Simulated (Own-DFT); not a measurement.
GaN (wurtzite, strained, atoms displaced) (calculated)

Computed with Own-DFT development build. A calculation, not a measurement: plane-wave PBE density functional theory by an unreviewed code, no spin, of a simulated periodic cell, stress positive in tension, free energy of the whole cell less one offset for each atom, forces on such cells passed a denser k mesh, this cell's mesh not checked; offsets are fitted by least squares, one for each functional and potential file, so energies compare only between cells with the same atoms and settings and are not formation energies; the far tail of each file's local potential was reset to the Coulomb form; each entry is a single point on an unrelaxed cell, so the pressure reflects the starting lattice, mostly measured values (interpolated for alloys), from which strain is counted, and rises with the displacements; printed positions are rounded, which can move forces by about a meV/angstrom; the program, named Own-DFT, is a retired in-house code; no spin-orbit coupling.

Common to all runs: functional PBE; potential files PseudoDojo norm-conserving, scalar-relativistic, standard set with the stringent files for Ga; wave cutoff 96 hartree; occupations Gaussian; smearing width 0.01 eV; k mesh 3 x 4 x 3 centred on Gamma.

(1) GaN (wurtzite, strained, atoms displaced)

```
GaN
1.0
     12.6929     0.1887     0.2167
     -4.6373     8.1569    -0.0116
      0.1762     0.0872    10.3707
Ga N Ga N Ga N Ga N Ga N Ga N Ga N Ga N Ga N Ga N Ga N Ga N Ga N Ga N Ga N Ga N Ga N Ga N Ga N Ga N Ga N Ga N Ga N Ga N
2 2 2 2 2 2 2 2 2 2 2 2 2 2 2 2 2 2 2 2 2 2 2 2 2 2 2 2 2 2 2 2 2 2 2 2 2 2 2 2 2 2 2 2 2 2 2 2
Direct
  0.08121 0.22121 0.00450
  0.16915 0.10895 0.25144
  0.07950 0.22286 0.18404
  0.17468 0.12378 0.44257
  0.08304 0.21695 0.50797
  0.16797 0.10695 0.74084
  0.08427 0.23372 0.68394
  0.16509 0.10738 0.94092
  0.09130 0.55709 0.99031
  0.17690 0.44856 0.24279
  0.07680 0.55083 0.19286
  0.16653 0.44017 0.43413
  0.07358 0.55766 0.50522
  0.16340 0.44114 0.75599
  0.08127 0.55511 0.68211
  0.16107 0.45160 0.93434
  0.08214 0.88341 0.99552
  0.16405 0.76488 0.24330
  0.07540 0.88177 0.19237
  0.17064 0.78160 0.43162
  0.09478 0.90166 0.49973
  0.16917 0.78667 0.74755
  0.08621 0.89392 0.68710
  0.17424 0.78033 0.93285
  0.32585 0.21484 0.99868
  0.41716 0.11070 0.25335
  0.33422 0.22429 0.18704
  0.41704 0.10968 0.44372
  0.33880 0.22247 0.50008
  0.41989 0.12255 0.75622
  0.33651 0.22425 0.68848
  0.42211 0.10660 0.94156
  0.33281 0.55469 0.99984
  0.42044 0.44837 0.24797
  0.33745 0.56434 0.18973
  0.42262 0.44926 0.43347
  0.33145 0.55485 0.50069
  0.42388 0.45776 0.75449
  0.33346 0.55649 0.68831
  0.41566 0.45511 0.94323
  0.32862 0.88621 0.00167
  0.41795 0.77499 0.24214
  0.33820 0.89708 0.17959
  0.41177 0.77041 0.43420
  0.33918 0.88477 0.50546
  0.41769 0.77937 0.75952
  0.32813 0.88528 0.68183
  0.41997 0.78735 0.94835
  0.57628 0.22030 0.00371
  0.66521 0.11121 0.25250
  0.58271 0.22539 0.18631
  0.66476 0.11183 0.43358
  0.57896 0.21480 0.49472
  0.65977 0.10709 0.74215
  0.58101 0.21515 0.69527
  0.65629 0.10864 0.93925
  0.57681 0.54743 0.99805
  0.66734 0.43861 0.24669
  0.58071 0.55281 0.19307
  0.66928 0.44528 0.43476
  0.58049 0.54583 0.50447
  0.66612 0.44774 0.74912
  0.58207 0.55326 0.68401
  0.67063 0.44653 0.94681
  0.58887 0.89945 0.99049
  0.66399 0.78452 0.24857
  0.59006 0.88322 0.18802
  0.66691 0.78255 0.43654
  0.58143 0.89224 0.50098
  0.66541 0.76974 0.75069
  0.58387 0.89411 0.69196
  0.66955 0.78172 0.93728
  0.83523 0.22919 0.99698
  0.91075 0.11370 0.25685
  0.83992 0.22003 0.18936
  0.91509 0.11818 0.43817
  0.83146 0.21910 0.49412
  0.91194 0.10791 0.74350
  0.83124 0.22647 0.69090
  0.92138 0.11434 0.93579
  0.82845 0.56073 0.00405
  0.92102 0.44679 0.25289
  0.83076 0.54985 0.19546
  0.91834 0.44535 0.44003
  0.84190 0.55793 0.50166
  0.91548 0.44821 0.75189
  0.83003 0.54958 0.69021
  0.91265 0.45063 0.94319
  0.83893 0.89363 0.00024
  0.92033 0.77513 0.24827
  0.83527 0.88954 0.19508
  0.91867 0.79201 0.44062
  0.84505 0.90014 0.50310
  0.91455 0.77546 0.74952
  0.83526 0.89078 0.69256
  0.91903 0.77584 0.93482
```

Results for GaN (wurtzite, strained, atoms displaced): free energy of cell above offsets -2.795 eV; pressure 9.82 GPa; stress xx -11.45 GPa; stress yy -9.93 GPa; stress zz -8.07 GPa; stress yz 1.09 GPa; stress xz 3.93 GPa; stress xy 4.92 GPa.

Force:
| element | x (eV/Å) | y (eV/Å) | z (eV/Å) |
| --- | --- | --- | --- |
| Ga | -0.308 | -0.089 | -0.904 |
| Ga | -1.05 | 0.104 | -0.209 |
| N | 1.032 | 0.074 | 1.401 |
| N | 0.516 | -0.868 | -0.734 |
| Ga | -1.052 | 1.85 | -2.242 |
| Ga | -0.723 | 1.797 | 1.393 |
| N | 0.466 | -1.894 | 1.748 |
| N | 0.06 | 0.361 | -1.18 |
| Ga | -5.157 | 1.486 | 2.627 |
| Ga | -2.004 | -1.223 | 1.622 |
| N | 2.33 | 0.264 | -2.114 |
| N | -0.324 | 0.484 | 0.421 |
| Ga | 2.582 | 0.172 | -1.859 |
| Ga | 0.16 | 1.069 | -2.003 |
| N | -0.135 | 0.592 | 2.227 |
| N | 4.727 | -2.555 | 0.206 |
| Ga | -0.264 | 0.014 | 0.986 |
| Ga | -0.01 | 1.885 | 0.931 |
| N | 2.583 | 1.298 | -1.449 |
| N | 0.126 | -0.194 | 0.657 |
| Ga | -0.665 | -1.191 | -0.789 |
| Ga | 0.328 | -1.458 | -0.338 |
| N | -0.852 | -0.959 | -0.182 |
| N | -1.014 | -0.129 | 0.212 |
| Ga | 0.844 | 0.463 | 0.249 |
| Ga | -0.245 | 0.048 | -0.201 |
| N | -0.096 | -0.144 | 0.049 |
| N | 0.645 | -0.683 | -1.154 |
| Ga | -1.074 | 1.304 | 0.158 |
| Ga | 0.2 | -1.7 | -0.389 |
| N | -0.509 | 0.898 | 0.347 |
| N | -2.34 | 0.705 | -0.635 |
| Ga | -1.818 | 1.574 | 0.611 |
| Ga | -0.359 | -0.535 | 0.456 |
| N | 0.422 | -1.409 | -1.45 |
| N | -0.392 | -0.771 | 0.946 |
| Ga | -0.309 | -0.931 | -0.341 |
| Ga | -1.286 | -1.473 | -0.43 |
| N | -0.097 | 0.242 | 0.78 |
| N | 1.624 | -2.221 | -1.238 |
| Ga | 0.44 | 0.77 | -0.47 |
| Ga | 0.112 | 1.987 | 0.876 |
| N | -0.428 | -0.992 | 1.87 |
| N | 1.284 | 1.015 | -0.343 |
| Ga | -1.635 | -0.18 | -1.609 |
| Ga | -0.728 | 0.027 | -0.75 |
| N | 1.248 | 1.03 | 2.279 |
| N | 0.573 | -1.5 | -1.183 |
| Ga | 0.985 | 0.535 | -0.152 |
| Ga | 0.65 | -0.295 | -1.72 |
| N | 0.257 | -1.137 | 0.749 |
| N | 0.768 | -0.041 | 0.864 |
| Ga | -0.117 | 1.74 | 1.17 |
| Ga | 1.805 | 0.956 | 2.029 |
| N | -1.303 | 1.963 | -1.764 |
| N | 1.897 | 2.142 | -0.911 |
| Ga | 0.471 | 1.597 | 1.512 |
| Ga | -1.049 | 1.115 | 0.899 |
| N | 0.921 | 0.641 | -1.359 |
| N | 0.695 | -0.496 | 0.904 |
| Ga | -0.003 | 1.659 | -2.382 |
| Ga | 0.679 | -1.269 | 0.751 |
| N | 0.349 | 0.31 | 1.318 |
| N | -1.243 | -0.482 | -1.593 |
| Ga | -0.012 | -1.766 | 1.839 |
| Ga | 3.612 | -2.237 | 1.55 |
| N | -3.999 | 2.421 | -1.67 |
| N | 0.682 | -0.284 | 1.159 |
| Ga | 0.355 | -1.358 | -0.282 |
| Ga | -0.219 | 1.41 | -0.183 |
| N | 0.213 | -1.89 | -0.676 |
| N | 0.602 | -0.839 | -0.115 |
| Ga | -0.481 | -0.998 | 0.359 |
| Ga | 2.573 | -1.273 | -0.721 |
| N | -3.07 | 1.248 | -0.719 |
| N | 2.054 | -0.488 | 0.649 |
| Ga | -1.483 | 0.944 | 1.605 |
| Ga | 0.251 | 1.266 | 1.206 |
| N | -0.093 | -0.544 | -0.8 |
| N | -0.481 | 0.16 | -0.412 |
| Ga | 0.888 | -0.236 | 0.767 |
| Ga | -1.165 | -1.231 | -0.243 |
| N | 0.494 | 0.718 | -0.876 |
| N | 0.011 | -0.595 | -0.505 |
| Ga | -2.489 | 0.717 | -0.36 |
| Ga | 0.645 | -0.635 | 0.583 |
| N | -0.367 | 1.249 | -0.437 |
| N | 1.438 | 0.264 | -0.75 |
| Ga | -0.789 | -0.144 | 0.755 |
| Ga | -2.39 | -0.536 | 1.263 |
| N | -0.1 | -0.065 | -1.095 |
| N | 3.048 | -1.724 | -0.342 |
| Ga | -3.115 | -0.671 | -0.065 |
| Ga | 0.563 | -0.02 | -0.219 |
| N | -0.354 | -0.667 | -0.699 |
| N | -0.016 | 0.454 | 0.263 |

(2) GaN (wurtzite, strained, atoms displaced)

```
GaN
1.0
     12.5558     0.1488     0.1158
     -4.6118     8.2485     0.1004
      0.0942     0.1800    10.4966
Ga N Ga N Ga N Ga N Ga N Ga N Ga N Ga N Ga N Ga N Ga N Ga N Ga N Ga N Ga N Ga N Ga N Ga N Ga N Ga N Ga N Ga N Ga N Ga N
2 2 2 2 2 2 2 2 2 2 2 2 2 2 2 2 2 2 2 2 2 2 2 2 2 2 2 2 2 2 2 2 2 2 2 2 2 2 2 2 2 2 2 2 2 2 2 2
Direct
  0.07815 0.22179 0.99799
  0.16743 0.10202 0.24768
  0.09509 0.23072 0.19105
  0.17317 0.11606 0.43898
  0.08195 0.22903 0.50191
  0.16312 0.10672 0.75202
  0.08652 0.21801 0.68609
  0.17453 0.10549 0.94232
  0.07906 0.55410 0.00153
  0.16383 0.44688 0.25127
  0.08240 0.55913 0.19262
  0.16662 0.44083 0.43435
  0.08069 0.55926 0.51205
  0.16790 0.44362 0.75726
  0.08459 0.55548 0.69018
  0.16303 0.44442 0.94202
  0.08446 0.89228 0.00627
  0.17890 0.79917 0.24445
  0.07726 0.88169 0.18454
  0.16251 0.78457 0.44371
  0.07975 0.88743 0.50421
  0.16090 0.78247 0.74745
  0.08157 0.88971 0.68064
  0.17180 0.78221 0.93192
  0.32569 0.21784 0.99551
  0.41493 0.11708 0.25006
  0.33308 0.21496 0.17913
  0.41259 0.12188 0.44936
  0.33401 0.21144 0.50183
  0.40879 0.10599 0.74690
  0.33388 0.22089 0.68162
  0.41413 0.11145 0.93079
  0.32760 0.55998 0.99939
  0.41468 0.44628 0.24636
  0.33194 0.54978 0.19095
  0.41177 0.44061 0.44691
  0.33951 0.55779 0.50587
  0.41181 0.44412 0.75206
  0.32590 0.55059 0.68375
  0.41095 0.43420 0.93933
  0.33310 0.89523 0.99327
  0.42215 0.78476 0.25879
  0.32916 0.88476 0.17970
  0.42332 0.78369 0.43900
  0.32783 0.88313 0.48701
  0.41719 0.77610 0.74945
  0.33295 0.89922 0.69066
  0.40970 0.77193 0.94195
  0.58976 0.22461 0.00094
  0.66659 0.11601 0.25486
  0.58675 0.23741 0.18834
  0.65968 0.10329 0.44267
  0.58417 0.22029 0.50846
  0.67770 0.10719 0.75659
  0.57516 0.21558 0.69020
  0.66804 0.10970 0.94452
  0.58100 0.54768 0.00263
  0.66268 0.44906 0.24285
  0.57839 0.55008 0.18796
  0.66430 0.44332 0.43832
  0.58775 0.56643 0.49863
  0.66232 0.44518 0.75264
  0.58733 0.56388 0.67574
  0.66839 0.44677 0.93125
  0.58877 0.90197 0.99345
  0.65983 0.77473 0.24799
  0.58853 0.90143 0.18324
  0.66011 0.77197 0.43215
  0.57801 0.88465 0.50154
  0.67292 0.78924 0.75279
  0.58200 0.88485 0.68804
  0.66604 0.77246 0.93918
  0.83661 0.21458 0.99737
  0.91981 0.11668 0.25272
  0.83400 0.22693 0.19195
  0.91808 0.10259 0.43381
  0.82883 0.22883 0.50914
  0.91517 0.10752 0.75157
  0.83391 0.22315 0.68578
  0.92440 0.11622 0.93040
  0.83421 0.56094 0.99790
  0.91427 0.43638 0.24186
  0.82156 0.55970 0.18364
  0.91442 0.44383 0.43772
  0.83669 0.56737 0.49753
  0.92814 0.44613 0.75209
  0.82801 0.55172 0.68920
  0.91029 0.44405 0.93947
  0.82728 0.88603 0.99400
  0.91963 0.77944 0.24825
  0.84142 0.88533 0.18954
  0.91175 0.77156 0.44416
  0.83916 0.89555 0.49872
  0.91456 0.78247 0.75744
  0.83588 0.88589 0.68532
  0.91342 0.78167 0.94039
```

It finds free energy of cell above offsets -1.322 eV; pressure 8.18 GPa; stress xx -12.58 GPa; stress yy -7.68 GPa; stress zz -4.27 GPa; stress yz 4.28 GPa; stress xz 1.95 GPa; stress xy 3.45 GPa.

Force:
| element | x (eV/Å) | y (eV/Å) | z (eV/Å) |
| --- | --- | --- | --- |
| Ga | 2.274 | 0.144 | 1.459 |
| Ga | -0.357 | 1.027 | 1.051 |
| N | -1.604 | -1.021 | -1.179 |
| N | -1.266 | -1.138 | -0.597 |
| Ga | 1.13 | -1.006 | -0.727 |
| Ga | 1.595 | -0.014 | -0.236 |
| N | -1.745 | 0.966 | 0.784 |
| N | -3.714 | -0.248 | -1.576 |
| Ga | -0.364 | 1.015 | 0.469 |
| Ga | 0.843 | -0.013 | 0.381 |
| N | -0.305 | 0.805 | -1.056 |
| N | -0.598 | 1.794 | 1.212 |
| Ga | 0.553 | -0.738 | -2.742 |
| Ga | -0.279 | -0.667 | -0.673 |
| N | 0.797 | 0.777 | 0.513 |
| N | 0.247 | -0.336 | -0.607 |
| Ga | -0.063 | -1.172 | -1.435 |
| Ga | -2.095 | -3.28 | 1.666 |
| N | 1.076 | 1.182 | 0.625 |
| N | 1.428 | -1.333 | -1.562 |
| Ga | -1.055 | 1.486 | -1.17 |
| Ga | 1.754 | -0.162 | 0.314 |
| N | -1.048 | 0.192 | 1.97 |
| N | -1.455 | -0.975 | 0.716 |
| Ga | 2.505 | 0.728 | 0.918 |
| Ga | 1.356 | -0.342 | 0.618 |
| N | -1.068 | 1.005 | 0.567 |
| N | 6.033 | -3.898 | -3.761 |
| Ga | -5.088 | 3.573 | 1.341 |
| Ga | 0.935 | 1.007 | 0.573 |
| N | -1.518 | 0.718 | 1.689 |
| N | 1.214 | 0.614 | 0.982 |
| Ga | 1.201 | -1.26 | 1.234 |
| Ga | 0.239 | -1.673 | 1.684 |
| N | -1.187 | 1.993 | -0.73 |
| N | 1.42 | 0.191 | -1.683 |
| Ga | -1.438 | -0.825 | -1.444 |
| Ga | 1.463 | -0.432 | -0.842 |
| N | 0.509 | 1.295 | 1.476 |
| N | -0.207 | 1.878 | -0.396 |
| Ga | 0.204 | -0.176 | 0.029 |
| Ga | -0.182 | -0.989 | -2.18 |
| N | 2.511 | 1.79 | 0.673 |
| N | -1.475 | -0.948 | -0.02 |
| Ga | -0.082 | 1.604 | 2.234 |
| Ga | -1.423 | 0.088 | 0.337 |
| N | 0.456 | -2.852 | -1.403 |
| N | 1.449 | 1.574 | -1.146 |
| Ga | -2.158 | 0.365 | -0.179 |
| Ga | -0.238 | 0.067 | 0.065 |
| N | 0.187 | -2.187 | -0.451 |
| N | 0.989 | 0.795 | -0.438 |
| Ga | -1.17 | 0.901 | -0.41 |
| Ga | -3.4 | 0.168 | -0.82 |
| N | 1.868 | 0.577 | 0.898 |
| N | 1.238 | 1.69 | -1.569 |
| Ga | -0.883 | -0.126 | -0.435 |
| Ga | 0.801 | -0.452 | 2.688 |
| N | -1.137 | 1.635 | -0.856 |
| N | 0.608 | 0.124 | -0.552 |
| Ga | -0.277 | -2.685 | -0.486 |
| Ga | 0.096 | -0.7 | -1.71 |
| N | -0.853 | 0.189 | 2.916 |
| N | 0.111 | -0.269 | 1.403 |
| Ga | -0.869 | -3.785 | 1.5 |
| Ga | 1.365 | 0.36 | -0.149 |
| N | -0.459 | -0.375 | 0.152 |
| N | 0.614 | 2.318 | -0.041 |
| Ga | 1.538 | 0.561 | 0.42 |
| Ga | 0.048 | -2.421 | -0.74 |
| N | 0.104 | 1.006 | 0.327 |
| N | -0.799 | 0.608 | -0.279 |
| Ga | -1.181 | 1.361 | 1.209 |
| Ga | 0.867 | -0.921 | -0.543 |
| N | 0.262 | -1.492 | -1.431 |
| N | -0.942 | 2.173 | 0.924 |
| Ga | 0.459 | -0.82 | -2.327 |
| Ga | 1.044 | 0.127 | -1.714 |
| N | 1.044 | 0.367 | 1.383 |
| N | -0.973 | -1.263 | 0.65 |
| Ga | -1.017 | -0.316 | 0.408 |
| Ga | -1.037 | 2.33 | 1.488 |
| N | 2.764 | 0.282 | -0.133 |
| N | 0.458 | 0.237 | -0.103 |
| Ga | -0.831 | -3.649 | 1.2 |
| Ga | -3.38 | -0.3 | 0.197 |
| N | 1.424 | 0.734 | 0.259 |
| N | 1.691 | -0.653 | -0.242 |
| Ga | 0.559 | 0.502 | 2.022 |
| Ga | -0.255 | -1.974 | 1.373 |
| N | -3.215 | 1.742 | -1.167 |
| N | 0.911 | 2.754 | -1.895 |
| Ga | -1.238 | -1.617 | -0.029 |
| Ga | 1.366 | -1.8 | -0.908 |
| N | -1.211 | 1.583 | 0.162 |
| N | 1.526 | 0.299 | -0.385 |

(3) GaN (wurtzite, strained, atoms displaced)

```
GaN
1.0
     12.9921    -0.0834    -0.1875
     -4.9262     8.4425    -0.0449
     -0.1525    -0.1442    10.5613
Ga N Ga N Ga N Ga N Ga N Ga N Ga N Ga N Ga N Ga N Ga N Ga N Ga N Ga N Ga N Ga N Ga N Ga N Ga N Ga N Ga N Ga N Ga N Ga N
2 2 2 2 2 2 2 2 2 2 2 2 2 2 2 2 2 2 2 2 2 2 2 2 2 2 2 2 2 2 2 2 2 2 2 2 2 2 2 2 2 2 2 2 2 2 2 2
Direct
  0.07553 0.22635 0.00159
  0.16714 0.10844 0.23908
  0.08722 0.21891 0.19331
  0.16477 0.10514 0.43509
  0.08630 0.22544 0.49484
  0.16684 0.11210 0.75332
  0.08459 0.22419 0.69523
  0.16217 0.11294 0.93966
  0.08574 0.55746 0.00134
  0.16273 0.43733 0.24532
  0.07229 0.54658 0.18521
  0.17501 0.44606 0.44752
  0.07933 0.55761 0.50271
  0.16466 0.44647 0.74218
  0.08329 0.55411 0.68421
  0.16810 0.44791 0.93856
  0.08555 0.89541 0.99678
  0.17117 0.77469 0.24396
  0.07985 0.89620 0.19155
  0.16913 0.77807 0.44431
  0.08630 0.89166 0.49663
  0.17087 0.77853 0.74943
  0.09044 0.88139 0.69290
  0.17712 0.78332 0.93986
  0.33488 0.22027 0.99810
  0.41718 0.11682 0.25398
  0.33913 0.22265 0.19795
  0.42222 0.11388 0.43832
  0.33831 0.22146 0.49196
  0.42128 0.10714 0.75352
  0.32906 0.22625 0.69562
  0.40812 0.10111 0.93913
  0.33516 0.56375 0.99283
  0.41452 0.44821 0.24906
  0.33973 0.55161 0.18520
  0.40841 0.44439 0.43708
  0.33089 0.55206 0.49484
  0.41211 0.43338 0.74744
  0.32848 0.55189 0.67336
  0.41868 0.44964 0.93862
  0.33585 0.89144 0.00166
  0.42065 0.78232 0.25115
  0.32815 0.87437 0.18713
  0.41739 0.77369 0.43858
  0.33837 0.89965 0.49918
  0.41832 0.78921 0.75405
  0.32581 0.89089 0.69161
  0.41636 0.78514 0.94098
  0.59032 0.22554 0.00403
  0.66381 0.10818 0.25749
  0.57952 0.21064 0.19203
  0.66609 0.12180 0.43732
  0.58427 0.22438 0.49518
  0.66352 0.11342 0.75851
  0.58017 0.21761 0.68912
  0.67630 0.11816 0.92952
  0.58022 0.55264 0.00066
  0.66352 0.43857 0.25057
  0.58488 0.55420 0.18580
  0.67250 0.44838 0.44079
  0.57847 0.56205 0.49240
  0.65916 0.43965 0.74928
  0.58334 0.55269 0.68496
  0.66089 0.44590 0.93127
  0.58271 0.88896 0.00217
  0.67004 0.77465 0.24740
  0.58864 0.89388 0.19035
  0.66599 0.76430 0.43786
  0.58993 0.88819 0.49553
  0.66823 0.78116 0.75293
  0.58094 0.88272 0.68451
  0.67439 0.78324 0.93455
  0.83643 0.21979 0.99626
  0.91767 0.10169 0.25022
  0.83223 0.21754 0.18801
  0.91043 0.10888 0.44232
  0.83332 0.22009 0.50481
  0.91538 0.11322 0.75391
  0.82698 0.22078 0.68084
  0.91399 0.10805 0.93468
  0.83050 0.54954 0.00141
  0.92107 0.44434 0.24967
  0.82631 0.54930 0.17911
  0.91397 0.44907 0.43771
  0.83541 0.55335 0.50279
  0.91586 0.44703 0.75702
  0.83332 0.55608 0.68701
  0.91915 0.43832 0.93299
  0.83013 0.88557 0.01039
  0.91575 0.78322 0.25721
  0.83600 0.89599 0.19142
  0.91726 0.76988 0.43669
  0.83525 0.88787 0.50940
  0.92057 0.77319 0.74553
  0.84191 0.89757 0.69379
  0.91385 0.77943 0.93235
```

It finds free energy of cell above offsets -4.754 eV; pressure -1.99 GPa; stress xx 2.61 GPa; stress yy 1.65 GPa; stress zz 1.71 GPa; stress yz -2.45 GPa; stress xz -2.88 GPa; stress xy -1.79 GPa.

Force:
| element | x (eV/Å) | y (eV/Å) | z (eV/Å) |
| --- | --- | --- | --- |
| Ga | 1.566 | 0.021 | -0.377 |
| Ga | 0.731 | 0.885 | 1.613 |
| N | -1.299 | 0.033 | -0.914 |
| N | 0.104 | 0.782 | -0.102 |
| Ga | 0.079 | -0.584 | 1.058 |
| Ga | -0.295 | -0.376 | -0.322 |
| N | -0.413 | -0.688 | -0.941 |
| N | 0.361 | 0.492 | 0.571 |
| Ga | 0.02 | 0.351 | -0.82 |
| Ga | 0.608 | 1.152 | 0.981 |
| N | 2.164 | 1.031 | 0.042 |
| N | -3.516 | -1.061 | -2.368 |
| Ga | 0.97 | -0.036 | -0.49 |
| Ga | 0.82 | 0.061 | 0.325 |
| N | -0.749 | 0.095 | 1.023 |
| N | -0.436 | -0.118 | -0.119 |
| Ga | -0.234 | -0.9 | 0.117 |
| Ga | -1.68 | -0.157 | 1.219 |
| N | 1.038 | -2.067 | -1.003 |
| N | -0.011 | 0.141 | -1.3 |
| Ga | 0.351 | -0.479 | 0.687 |
| Ga | -0.447 | -1.051 | 0.724 |
| N | -1.921 | 1.106 | -0.851 |
| N | -2.009 | -1.063 | -0.049 |
| Ga | -0.629 | 0.471 | 0.295 |
| Ga | 0.758 | -1.363 | -0.594 |
| N | -1.03 | 0.136 | -1.46 |
| N | -0.894 | -0.137 | -0.123 |
| Ga | -1.431 | 0.252 | 1.161 |
| Ga | -1.684 | 0.667 | -0.087 |
| N | 1.477 | -2.207 | -1.51 |
| N | 1.286 | 1.486 | 0.219 |
| Ga | 0.49 | -0.878 | 0.735 |
| Ga | 1.251 | -0.556 | 0.304 |
| N | -2.233 | 1.063 | -0.467 |
| N | 1.707 | -0.546 | -0.589 |
| Ga | 1.084 | 1.655 | 0.681 |
| Ga | -0.347 | 2.825 | 0.073 |
| N | 0.466 | 0.721 | 2.935 |
| N | -0.65 | -0.654 | -0.262 |
| Ga | 0.065 | 0 | 0.563 |
| Ga | 0.198 | -0.927 | 0.157 |
| N | 0.549 | 1.633 | 0.156 |
| N | -0.136 | 1.056 | -0.309 |
| Ga | 0.351 | -1.636 | 0.469 |
| Ga | 0.19 | -1.485 | -1.472 |
| N | 2.335 | 0.429 | -0.949 |
| N | 0.831 | -0.165 | -0.422 |
| Ga | -0.756 | -0.278 | -0.535 |
| Ga | 1.067 | 0.761 | -0.858 |
| N | -0.227 | 0.736 | -0.606 |
| N | 1.012 | -1.533 | 0.497 |
| Ga | 0.566 | 0.98 | 1.202 |
| Ga | 0.751 | -0.36 | -3.304 |
| N | 0.089 | 0.089 | -0.403 |
| N | -1.561 | -0.868 | 2.845 |
| Ga | 0.511 | 0.73 | -0.461 |
| Ga | 0.535 | 0.428 | 0.194 |
| N | -0.229 | -0.185 | 0.416 |
| N | -1.546 | -0.574 | -0.654 |
| Ga | 0.919 | -2.402 | 1.558 |
| Ga | 0.629 | 0.654 | -0.788 |
| N | -0.671 | 0.379 | -0.07 |
| N | 0.74 | -0.742 | 1.221 |
| Ga | 0.936 | 0.411 | -0.314 |
| Ga | -0.543 | 0.194 | 0.431 |
| N | -0.08 | -0.959 | -0.231 |
| N | -0.161 | 2.86 | -0.835 |
| Ga | -0.931 | 0.091 | 0.434 |
| Ga | 0.415 | -0.481 | -0.887 |
| N | -0.018 | 0.86 | 0.552 |
| N | -1.749 | -0.723 | 1.253 |
| Ga | 0.201 | 0.384 | 0.981 |
| Ga | -0.975 | 2.55 | 1.049 |
| N | 0.24 | 0.007 | -0.059 |
| N | 1.004 | -0.242 | -0.626 |
| Ga | -0.403 | 0.785 | -1.162 |
| Ga | 0.278 | 0.672 | -1.073 |
| N | 0.41 | 0.107 | 2.17 |
| N | -0.166 | -0.161 | 1.241 |
| Ga | 0.103 | 0.859 | -1.384 |
| Ga | -2.193 | -0.951 | 0.396 |
| N | 0.517 | 0.418 | 1.718 |
| N | 1.074 | -0.928 | -0.339 |
| Ga | -0.292 | 0.299 | -0.009 |
| Ga | 0.255 | -0.246 | -2.124 |
| N | -0.157 | -0.779 | 0.418 |
| N | -0.696 | 0.555 | 1.494 |
| Ga | 1.268 | 0.4 | -1.82 |
| Ga | 0.669 | -1.034 | -1.157 |
| N | 0.046 | -2.08 | -0.117 |
| N | -0.71 | 0.887 | 0.929 |
| Ga | 0.302 | -0.068 | -0.545 |
| Ga | -0.333 | 0.886 | 0.62 |
| N | -0.493 | -1.296 | -0.544 |
| N | 0.549 | -0.499 | 1.076 |
